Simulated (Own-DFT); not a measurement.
Simulation results for Hf36O71 (tetragonal hafnia with one neutral oxygen vacancy, atoms displaced)

All values are calculated (Own-DFT development build). A calculation, not a measurement: plane-wave PBE and HSE06 DFT by an unreviewed code, no spin, of a simulated cell at Gamma alone, so results move with cell size and shape, stress positive in tension, energies less offsets, not probed for a lower state with spin; hafnium file: forces about 75 meV/angstrom off all-electron values; oxygen file: force components 24 meV/angstrom off all-electron in a glass; k mesh not checked against a denser one; forces and stress are PBE's, HSE06 gives the energy alone, and its difference from PBE has offsets of its own; offsets are fitted by least squares, one for each functional and potential file, so energies compare only between cells with the same atoms and settings and are not formation energies; the far tail of each file's local potential was reset to the Coulomb form; each entry is a single point on an unrelaxed cell, so the pressure reflects the starting lattice, taken from the Materials Project, from which strain is counted, and rises with the displacements; printed positions are rounded, which can move forces by about a meV/angstrom; the program is a retired in-house code; no spin-orbit coupling.

Settings shared by all entries: first functional PBE; second functional HSE06; exact exchange share 0.25; screening 0.11 1/bohr; exchange divergence Gygi-Baldereschi; potential files PseudoDojo norm-conserving, scalar-relativistic, made for PBE, standard set; wave cutoff 48 hartree; occupations fixed; k mesh 1 x 1 x 1 centred on Gamma.

(1) 
```xyz
107
Lattice="10.7800 0.0000 0.0000 0.0000 10.7800 0.0000 0.0000 0.0000 10.4493" Properties=species:S:1:pos:R:3:force_x:R:1:force_y:R:1:force_z:R:1 formula=Hf36O71 PBE_energy_of_cell_above_offsets=-84.511 HSE06_less_PBE_above_offsets=0.641 PBE_pressure=7.18 PBE_stress_xx=-6.19 PBE_stress_yy=-8.31 PBE_stress_zz=-7.03 PBE_stress_yz=-0.13 PBE_stress_xz=0.27 PBE_stress_xy=0.26
Hf     0.0482    10.7076    10.4364      1.074      1.932      0.179
Hf     1.7756     1.9042     2.6395      0.596     -1.727       -0.2
O      0.0150     1.7723     1.7299     -1.874     -0.241     -1.145
O      1.8040    10.6562     3.6931     -0.737       3.73      0.828
O      0.0636     1.8179     4.1914     -0.282     -0.107     -0.572
O      1.8137     0.2197     1.0864     -0.749     -1.403     -1.265
Hf     0.0962     0.0147     5.2061      1.439       1.07      1.467
Hf     2.0073     1.7579     7.7794     -9.918     -0.079      3.514
O      0.0313     1.7786     6.6083     -0.009      0.035      2.484
O      1.8605    10.7281     8.8316      0.403      1.057      1.818
O      0.1146     1.7965     9.4139     -1.154     -2.455      0.145
O      1.7822    10.7480     6.3729      1.225      0.965     -1.707
Hf     0.0714     3.4963    10.4232     -1.411       0.91      1.653
Hf     1.7545     5.3852     2.6725      0.572      2.128     -2.425
O     10.7160     5.4394     1.5670     -0.727      0.528      0.724
O      1.7470     3.6029     3.5131      0.389      0.527      2.806
O      0.0149     5.3821     4.1517     -0.595      1.582      0.789
O      1.6817     3.6935     1.1164      1.505     -1.755     -1.306
Hf    10.7263     3.6388     5.1604      0.229     -1.718      1.136
Hf     1.6053     5.2757     7.8316      4.066      1.783      1.312
O      0.0546     5.3831     6.8336     -3.607       1.21     -0.727
O      1.8020     3.5802     8.9098     -0.326     -0.147     -0.733
O     10.7052     5.4176     9.5437      0.128     -0.949     -1.976
O      1.7817     3.7421     6.1747      1.352     -0.548      0.427
Hf    10.6169     7.1134     0.0741      3.948     -0.226      0.961
Hf     1.7895     9.0770     2.6566      2.106     -4.103     -0.869
O      0.0310     8.8120     1.7091      0.569      0.885     -2.221
O      1.8298     7.2013     3.5981     -0.304      0.977      0.498
O      0.1067     8.9661     4.3046     -1.173      0.506     -1.894
O      1.9413     7.1947     1.1821     -2.763     -0.232     -2.032
Hf    10.7054     7.2235     5.1658      3.035     -0.376      0.523
Hf     1.8988     8.9593     7.8573     -6.001     -0.852      0.987
O      0.1459     9.0962     6.7736     -2.637       -0.9      1.345
O      1.7625     7.2358     8.8295      0.483     -2.277      0.168
O      0.1139     8.9369     9.4572     -1.604      0.729      1.097
O      1.8755     7.3020     6.0917     -0.693     -0.878      0.592
Hf     3.5148    10.7110    10.3868      -0.07      1.203      2.973
Hf     5.3594     1.8665     2.4791       3.88     -0.419      2.878
O      3.7433     1.7651     1.7136     -5.294      0.522     -3.699
O      5.3056     0.0686     3.6610      0.646     -0.706      0.677
O      3.5487     1.8020     4.1036     -0.185      0.346      2.728
O      5.3858    10.7224     1.1716      0.754      -0.05     -2.444
Hf     3.6366    10.6986     5.2625     -0.632      2.454     -0.091
Hf     5.3827     1.6847     7.8829     -0.009       2.89     -0.443
O      3.4757     1.6467     6.8697      8.441       0.84     -4.137
O      5.2200     0.0056     8.7531      0.547     -0.278      2.301
O      3.5581     1.8269     9.4315      0.308     -2.045     -1.325
Hf     3.6853     3.4892    10.3792     -0.733      4.291      2.988
Hf     5.3807     5.4746     2.7530     -1.306     -0.353     -3.377
O      3.4907     5.3695     1.6465       2.11     -0.869      0.928
O      5.4061     3.6043     3.5292     -0.105       0.25      1.432
O      3.5814     5.4542     4.1820       0.43     -1.467      0.896
O      5.4452     3.5820     0.9654     -0.091     -0.421      -0.03
Hf     3.6342     3.6084     5.2371     -1.346      0.946     -2.134
Hf     5.4499     5.3594     7.8594     -1.473      0.512      0.485
O      3.7474     5.3692     6.7379     -1.019      0.417      0.933
O      5.4130     3.6062     8.9054     -0.208     -1.005      -1.55
O      3.6028     5.3169     9.5733      0.626       0.65     -1.573
O      5.4265     3.6929     6.1417     -1.708     -0.968      2.038
Hf     3.5355     7.2551     0.0052     -0.679     -3.615      1.904
Hf     5.3741     9.0798     2.6495     -0.487     -0.555     -0.722
O      3.4964     8.9819     1.3090      0.261      2.072       4.46
O      5.4205     7.1486     3.7918     -0.538      2.084     -0.968
O      3.5410     9.1440     4.2026      1.276     -3.667     -0.637
O      5.2331     7.2213     1.1021      2.322     -0.289     -0.191
Hf     3.7527     7.1680     5.2676      -3.16     -0.384     -0.953
Hf     5.4191     9.0865     7.9234     -0.962     -2.967     -2.522
O      3.4308     9.0376     6.9351      8.303      0.301      -2.93
O      5.4343     7.2295     8.6943      0.035     -0.092      0.601
O      3.6294     8.9955     9.6043      0.814     -0.026     -5.109
O      5.5358     7.1737     6.1461     -3.189      0.375       3.78
Hf     7.2482    10.6742     0.0362      -1.12      1.751      2.676
Hf     8.8940     1.7015     2.7090      1.236      2.654     -1.443
O      7.2540     1.7844     1.5600     -1.044     -0.714      0.322
O      8.9529    10.7596     3.6129      0.184     -0.979      1.025
O      7.1026     1.7688     4.3644      1.303      0.959     -0.777
O      8.9545     0.0259     1.0848      1.244     -0.979     -1.267
Hf     7.2673     0.0363     5.3578      -1.56     -1.174     -2.085
Hf     8.8595     1.5762     7.8865      2.737      4.761     -2.056
O      7.0897     1.7627     6.8300      0.826     -0.721      0.769
O      8.9734    10.6922     8.8129      -0.01     -0.043      1.906
O      7.0850     1.7391     9.4446      0.216      -1.61     -0.792
O      9.0800     0.0439     6.1939     -1.529     -0.005      1.353
Hf     7.2388     3.5940    10.3901      0.351     -0.102       1.63
Hf     8.9028     5.3106     2.7083      1.714      3.019     -2.136
O      7.2941     5.3887     1.6405     -2.542     -0.233     -0.626
O      9.0197     3.7135     3.6470     -0.436     -4.152      1.639
O      7.0910     5.3781     4.2336      0.803      0.934      0.076
O      8.9306     3.4441     0.9984      1.394      0.602      0.444
Hf     7.1081     3.7002     5.2861      3.402     -1.613     -1.662
Hf     8.8462     5.4532     7.9316      2.279     -3.166      0.141
O      7.2773     5.3207     6.7660     -1.074       0.66      0.416
O      8.9242     3.5534     8.9736     -0.148     -0.141     -1.875
O      7.1846     5.3825     9.3656       0.46      1.291      0.064
O      9.0995     3.6459     6.3352     -2.137      0.033     -0.482
Hf     7.3548     7.3032     0.0040      -4.93     -3.416      1.731
Hf     9.1450     9.0005     2.5907     -3.585      0.549      1.394
O      7.1277     8.9344     1.5610      1.399      0.295     -0.002
O      8.8797     7.3919     3.6006      1.178     -3.431      0.909
O      7.2090     8.9122     4.3022     -1.256      2.822      -0.35
O      8.8815     7.0908     1.0728      2.123      1.434      0.315
Hf     7.1630     7.2387     5.3247       2.94      0.009     -3.617
Hf     8.9782     8.9596     7.8270      2.638     -0.686     -2.006
O      7.2169     9.0651     6.8118     -0.808      0.656      1.498
O      8.9157     7.2505     8.9336      0.682     -0.613     -0.125
O      7.3449     8.9320     9.4648     -1.199       2.94       -1.8
O      8.9889     7.4138     6.2471      0.144     -1.137       1.25
```

Units: PBE_energy_of_cell_above_offsets, HSE06_less_PBE_above_offsets in eV; PBE_pressure, PBE_stress_xx, PBE_stress_yy, PBE_stress_zz, PBE_stress_yz, PBE_stress_xz, PBE_stress_xy in GPa; force_x, force_y, force_z in eV/Å.

(2) 
```xyz
107
Lattice="10.7800 0.0000 0.0000 0.0000 10.7800 0.0000 0.0000 0.0000 10.4493" Properties=species:S:1:pos:R:3:force_x:R:1:force_y:R:1:force_z:R:1 formula=Hf36O71 PBE_energy_of_cell_above_offsets=-96.982 HSE06_less_PBE_above_offsets=0.116 PBE_pressure=1.97 PBE_stress_xx=-0.16 PBE_stress_yy=-3.07 PBE_stress_zz=-2.7 PBE_stress_yz=0.53 PBE_stress_xz=-0.61 PBE_stress_xy=0.02
Hf     0.0301    10.7691    10.3610     -1.209       0.47      2.527
Hf     1.7781     1.8583     2.6031     -0.678     -2.399      0.175
O     10.7684     1.8474     1.5009      0.778     -0.327      1.088
O      1.7980    10.7722     3.5719     -0.294     -0.317      -0.42
O      0.0045     1.7189     4.2037     -0.044      1.329     -0.281
O      1.8952    10.6887     0.9260     -0.773      0.197      0.194
Hf     0.0204     0.0048     5.2322     -0.708      -0.46     -0.354
Hf     1.7090     1.7663     7.9239      1.146      1.027     -2.181
O     10.7730     1.8075     6.8719     -0.299      -0.57     -0.032
O      1.7699    10.7774     8.9025     -0.221      0.002     -0.054
O     10.7433     1.7889     9.4780      0.301       0.09     -1.295
O      1.7792    10.7262     6.2228      0.133      0.035      0.547
Hf    10.7588     3.5769    10.4103     -0.075      0.651      0.621
Hf     1.8448     5.2920     2.6559     -1.329      1.192     -0.868
O      0.0486     5.3923     1.5716     -0.193      0.035       1.26
O      1.7728     3.5507     3.6614      0.334      1.149     -0.157
O     10.7206     5.3580     4.2098      0.175      0.872     -0.536
O      1.7475     3.6573     1.0395      1.829     -0.099      0.007
Hf    10.7038     3.6211     5.1652      1.587     -1.101       2.05
Hf     1.8730     5.4277     7.8990     -2.405     -0.135     -0.875
O      0.0175     5.3733     6.8114      0.124      0.172      0.556
O      1.7890     3.5400     8.8725      0.546      1.148      0.532
O      0.0283     5.3406     9.4511       0.02      1.474      -0.02
O      1.7813     3.5645     6.2118      0.536      0.316     -0.561
Hf     0.0151     7.2859     0.0430      0.663     -2.407     -0.732
Hf     1.8081     8.8822     2.5929      0.894      1.632      0.133
O      0.0695     8.9656     1.5699     -0.985       0.13     -0.064
O      1.7714     7.1558     3.6583      0.264     -0.738     -0.352
O      0.0319     8.9492     4.1769     -0.214      0.516       0.58
O      1.7582     7.2579     0.9616      1.198     -0.193      1.353
Hf    10.7545     7.2003     5.2862      0.138     -0.382      0.589
Hf     1.7737     9.0556     7.9129      0.703     -1.735      -1.21
O      0.0133     8.9406     6.9210     -0.588     -0.069     -0.573
O      1.7758     7.2181     8.9350     -0.067      -0.29     -0.768
O     10.7047     8.9640     9.4934       0.28      0.701     -1.088
O      1.8197     7.1478     6.2774     -0.595     -0.168     -0.254
Hf     3.6752     0.0665     0.0106     -1.037     -1.427     -0.043
Hf     5.4581     1.7787     2.5475     -0.809     -1.189      1.476
O      3.5553     1.7655     1.6287      1.167      0.518     -1.556
O      5.3944    10.7416     3.6394      0.471      1.041     -0.542
O      3.5219     1.7375     4.0946      0.506      1.514      1.046
O      5.4022    10.6382     1.0524     -0.415      1.625     -0.316
Hf     3.5831     0.0230     5.1797     -0.547      0.341      0.012
Hf     5.3530     1.8403     7.8887     -0.678     -1.359     -2.274
O      3.5600     1.7680     6.8574      0.109      0.089     -0.125
O      5.3658    10.7662     8.8452     -0.115      0.378      0.431
O      3.5552     1.8048     9.3489      0.544      0.134      1.661
O      5.3181     0.0304     6.2239      1.078     -0.547      0.223
Hf     3.5861     3.6121    10.4478     -0.484     -0.245     -0.628
Hf     5.4491     5.3763     2.6257      0.686      0.508     -0.122
O      3.6131     5.4740     1.5877      0.567     -0.875      0.521
O      5.3645     3.5434     3.6898      0.338      0.799     -1.249
O      3.5933     5.4529     4.2196      0.401     -1.311     -1.095
O      5.4403     3.5478     0.9787     -1.268      0.155      0.972
Hf     3.6429     3.6459     5.1423     -1.596     -2.112      1.759
Hf     5.3073     5.4038     7.8209      1.953      0.054     -0.103
O      3.5852     5.4175     6.8215     -0.164      -0.52     -0.305
O      5.3244     3.5448     8.8300      0.167       1.25      0.837
O      3.7019     5.4640     9.4258     -0.952     -2.167     -0.081
O      5.3630     3.6202     6.2416      0.435     -0.201     -0.232
Hf     3.5976     7.1855     0.0353     -0.643      1.185     -0.416
Hf     5.3775     8.8939     2.5754      0.747      3.357         -1
O      3.6948     8.8922     1.5191     -2.132       0.15      0.896
O      5.3478     7.3491     3.6369      0.727     -4.794      1.027
O      3.5987     9.0112     4.2145     -0.433     -0.654     -0.318
O      5.3598     7.2928     0.9462      2.848     -0.938      1.058
Hf     3.5512     7.1893     5.2076     -0.405      1.819      1.039
Hf     5.2964     8.9641     7.8549      0.114     -0.713     -0.357
O      3.5399     8.9045     6.8231      0.249      0.471      0.335
O      5.3935     7.1274     8.8724      0.804       1.11     -0.381
O      3.6233     8.8998     9.4123      0.129      1.835       -0.2
O      5.3158     7.1489     6.2594      1.219     -0.039     -0.491
Hf     7.0948     0.0490    10.4099      2.343     -2.423      1.824
Hf     8.9722     1.8813     2.5864      1.296     -3.165     -0.777
O      7.2308     1.7331     1.5422     -1.386      0.833       0.62
O      8.8990     0.0402     3.5298       0.09     -0.041      0.365
O      8.9317     0.0523     0.9823      1.318     -0.449     -0.821
Hf     7.1151    10.7613     5.1596      0.691      1.075       0.23
Hf     8.9591     1.8315     7.8422      0.877     -0.744     -0.696
O      7.2291     1.7890     6.7847     -1.424      0.569       0.14
O      9.0196    10.7696     8.8866      0.298      1.019     -0.808
O      7.1651     1.7258     9.4823      0.042      2.387     -1.876
O      8.9499     0.0404     6.2067      0.241     -0.456     -0.154
Hf     7.2093     3.5000     0.0454       1.13      1.782      -0.52
Hf     9.0556     5.3980     2.6614      0.264       0.32     -0.586
O      7.2742     5.3289     1.5531     -1.554      0.634      1.541
O      9.0212     3.5563     3.6007     -0.452      0.978      1.153
O      7.2528     5.3581     4.2247     -0.961       0.45     -0.359
O      9.0029     3.5767     1.0582     -0.509      -0.05     -0.486
Hf     7.1884     3.5186     5.2275      0.181      0.207      0.908
Hf     8.9652     5.4151     7.9106      0.649      0.619     -1.511
O      7.2432     5.3435     6.8294     -1.418     -0.017      0.459
O      9.0525     3.6652     8.8109     -0.536     -2.363      1.131
O      7.2236     5.3194     9.5394     -0.008      0.713     -0.392
O      9.0258     3.5315     6.2572     -1.141     -0.047     -0.686
Hf     7.2730     7.2353     0.0271      -0.92     -0.528     -0.916
Hf     9.0372     8.9350     2.5520     -0.124      1.992      1.181
O      7.2689     9.0884     1.6622     -0.943     -1.669     -1.013
O      9.0111     7.1973     3.7073     -0.326     -0.224     -0.495
O      7.2369     9.0553     4.1572     -0.059     -1.945      1.111
O      9.0474     7.1519     1.0441     -1.043      0.413      0.589
Hf     7.1855     7.2419     5.2272      0.522     -0.102      0.908
Hf     8.9359     8.9892     7.9225      0.295      0.673     -1.127
O      7.1962     8.9095     6.9002     -1.161      -0.04     -1.022
O      8.9563     7.2100     8.8399      -0.29     -0.423      1.556
O      7.2795     9.0788     9.4225     -0.594     -1.662      0.585
O      8.9627     7.0998     6.3173      0.055      0.698     -1.046
```

Units: PBE_energy_of_cell_above_offsets, HSE06_less_PBE_above_offsets in eV; PBE_pressure, PBE_stress_xx, PBE_stress_yy, PBE_stress_zz, PBE_stress_yz, PBE_stress_xz, PBE_stress_xy in GPa; force_x, force_y, force_z in eV/Å.
